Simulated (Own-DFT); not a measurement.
# One trend across several semiconductors

The numbers are computed, not measured, by runs of the plane-wave DFT program Own-DFT (in-house, retired, unreviewed) at fixed positions, with no spin and no spin-orbit coupling.

Known weak points (not all hold for every row): forces on such cells moved up to 12 meV/angstrom on a denser k mesh; forces not confirmed at this smearing and k mesh; k mesh not checked against a denser one; forces on such cells passed a denser k mesh, each cell not checked; stress not checked against mesh or cutoff.

All runs are PBE with PseudoDojo norm-conserving files; cutoff and k mesh are each material's own. Every cell starts from measured lattice constants and was given uniform random strains and small random moves of its atoms. Each triple is the change of volume in per cent, the rms move u in Å and the pressure in GPa.

- 3C SiC (C32Si32), 10.36 Å³/atom unstrained: (-3.04, 0.049, 12.89); (-2.63, 0.051, 12.29); (-0.91, 0.049, 8.05); (-0.83, 0.048, 7.74); (-0.42, 0.053, 6.76); (2.50, 0.048, -0.18); (2.90, 0.051, 0.49)
- wurtzite AlN (Al64N64), 10.45 Å³/atom unstrained: (-3.22, 0.051, 13.26); (-1.85, 0.052, 10.23); (-0.58, 0.049, 6.87); (-0.54, 0.052, 7.18); (-0.37, 0.049, 6.24); (0.63, 0.049, 4.58); (2.59, 0.053, 0.96)
- wurtzite GaN (Ga36N36), 11.42 Å³/atom unstrained: (-3.89, 0.046, 15.76); (-2.12, 0.050, 11.60); (-1.84, 0.053, 11.34); (-0.05, 0.053, 7.26); (0.15, 0.050, 6.57); (1.66, 0.051, 4.21); (2.93, 0.049, 1.48)
- diamond silicon (Si64), 20.02 Å³/atom unstrained: (-2.59, 0.050, 5.66); (-1.64, 0.050, 4.31); (-1.43, 0.051, 4.35); (-1.40, 0.049, 4.05); (-1.26, 0.052, 3.86); (0.99, 0.050, 1.75); (1.60, 0.050, 1.06)
- zincblende GaP (Ga32P32), 20.24 Å³/atom unstrained: withheld
- grey tin (Sn64), 34.15 Å³/atom unstrained: (-2.59, 0.047, 5.09); (-2.44, 0.053, 5.02); (-0.34, 0.045, 3.81); (-0.29, 0.049, 3.79); (0.30, 0.046, 3.47); (1.05, 0.052, 3.24); (1.34, 0.050, 3.13)

## Fit

Fit a line to each set against the fractional change of volume; B is minus its slope, and u is nearly the same within a set. To take it to zero pressure, assume that B rises by 4 GPa for each GPa: B0 = B - 4 x (mean pressure). The bond length of an ideal tetrahedral crystal with the unstrained volume v is d = (√3/4)(8 v)^(1/3). Cohen's empirical rule reads B0 = (1971 - 220 L) d^(-3.5) GPa, with L = 0 for group IV crystals and SiC and 1 for III-V compounds.

```
                material  L  d (Å)   B (GPa)  mean P (GPa)  B0 (GPa)  rule (GPa)
        3C SiC (C32Si32)  0  1.888  223 ± 10           6.9  195 ± 10         213
  wurtzite AlN (Al64N64)  1  1.893   214 ± 9           7.0   186 ± 9         188
  wurtzite GaN (Ga36N36)  1  1.950   208 ± 6           8.3   175 ± 6         169
  diamond silicon (Si64)  0  2.352   105 ± 5           3.6    91 ± 5          99
zincblende GaP (Ga32P32)  1  2.360         ?             ?         ?          87
         grey tin (Sn64)  0  2.810    51 ± 2           3.9    36 ± 2          53
```

A line through ln[B0/(1971 - 220 L)] against ln d has a slope of -4.3 ± 0.3 and a scatter of 9 %. Against the rule, B0 stands at 91 % for 3C SiC, 99 % for wurtzite AlN, 103 % for wurtzite GaN, 92 % for diamond silicon, 67 % for grey tin. PBE tends to make silicon and heavier crystals too soft, and the rule itself is only a guide.

## Prediction

Question: what B0 does the fitted trend give for zincblende GaP (Ga32P32)?

The straight line predicts 72 GPa. Its own runs give B = 84 ± 3 GPa at a mean pressure of 2.7 GPa, so B0 = 73 GPa.
